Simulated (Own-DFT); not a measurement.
# What a defect does to the pressure of its cell: zincblende GaAs

No measurement is shown. These are fixed-geometry runs of a retired plane-wave code named Own-DFT, which no person has reviewed; spin and spin-orbit coupling are neglected.

Settings: PBE; PseudoDojo norm-conserving scalar-relativistic files; cutoff 42 hartree; 3 x 3 x 3 k mesh centred on Gamma; Fermi-Dirac smearing of 0.1 eV.

Caveats (not all hold for every row): not probed for a lower state with spin; forces on such cells failed a check on a denser k mesh; forces not confirmed at this smearing and k mesh; stress not checked against mesh or cutoff.

All runs share one cell, with vectors in Å (11.307, 0.000, 0.000); (0.000, 11.307, 0.000); (0.000, 0.000, 11.307) and a volume of 1445.4 Å³. The atoms are randomly displaced, by u rms on each axis. The defect's site can differ from row to row.

| cell | formula | u (Å) | P (GPa) |
|---|---|---|---|
| no defect | As32Ga32 | 0.0207 | 3.52 |
| no defect | As32Ga32 | 0.0493 | 3.91 |
| no defect | As32Ga32 | 0.0516 | 4.04 |
| one As on a Ga site and one Ga on an As site | As32Ga32 | 0.0283 | ? |
| one As on a Ga site and one Ga on an As site | As32Ga32 | 0.0290 | 3.87 |
| one As on a Ga site and one Ga on an As site | As32Ga32 | 0.0497 | 4.26 |
| one As on a Ga site and one Ga on an As site | As32Ga32 | 0.0516 | 4.21 |
| two As on a Ga site each | As34Ga30 | 0.0259 | 4.74 |
| two As on a Ga site each | As34Ga30 | 0.0272 | 4.77 |
| two As on a Ga site each | As34Ga30 | 0.0283 | 4.77 |
| one P on an As site | As31Ga32P | 0.0309 | 3.38 |
| one P on an As site | As31Ga32P | 0.0310 | 3.37 |
| one P on an As site | As31Ga32P | 0.0331 | 3.35 |
| two Ga vacancies | As32Ga30 | 0.0301 | 2.93 |
| two Ga vacancies | As32Ga30 | 0.0316 | 3.06 |
| two Ga vacancies | As32Ga30 | 0.0328 | 3.02 |

## Worked fit

P = P0 + c u² + a shift for each defect gives P0 = 3.43 GPa, c = 214 ± 19 GPa/Å² and a scatter of 0.04 GPa. The shifts, and each times the cell's volume:

- two As on a Ga site each: 1.18 ± 0.04 GPa, 10.6 eV (5.3 eV for each of its 2 sites)
- one As on a Ga site and one Ga on an As site: 0.26 ± 0.03 GPa, 2.3 eV
- one P on an As site: -0.28 ± 0.04 GPa, -2.5 eV
- two Ga vacancies: -0.64 ± 0.04 GPa, -5.7 eV (-2.9 eV for each of its 2 sites)

Positive is outwards. The product with the volume (160.2 GPa Å³ to the eV) is nearly free of the cell's size; divided by the bulk modulus at the cell's pressure it gives the volume that the defect adds. The atoms around the defects weren't relaxed, which would change these numbers.

## Withheld run

Question: what pressure belongs in the blank (one As on a Ga site and one Ga on an As site, u = 0.0283 Å)?

From the fit: 3.86 ± 0.05 GPa. Computed: 3.89 GPa.
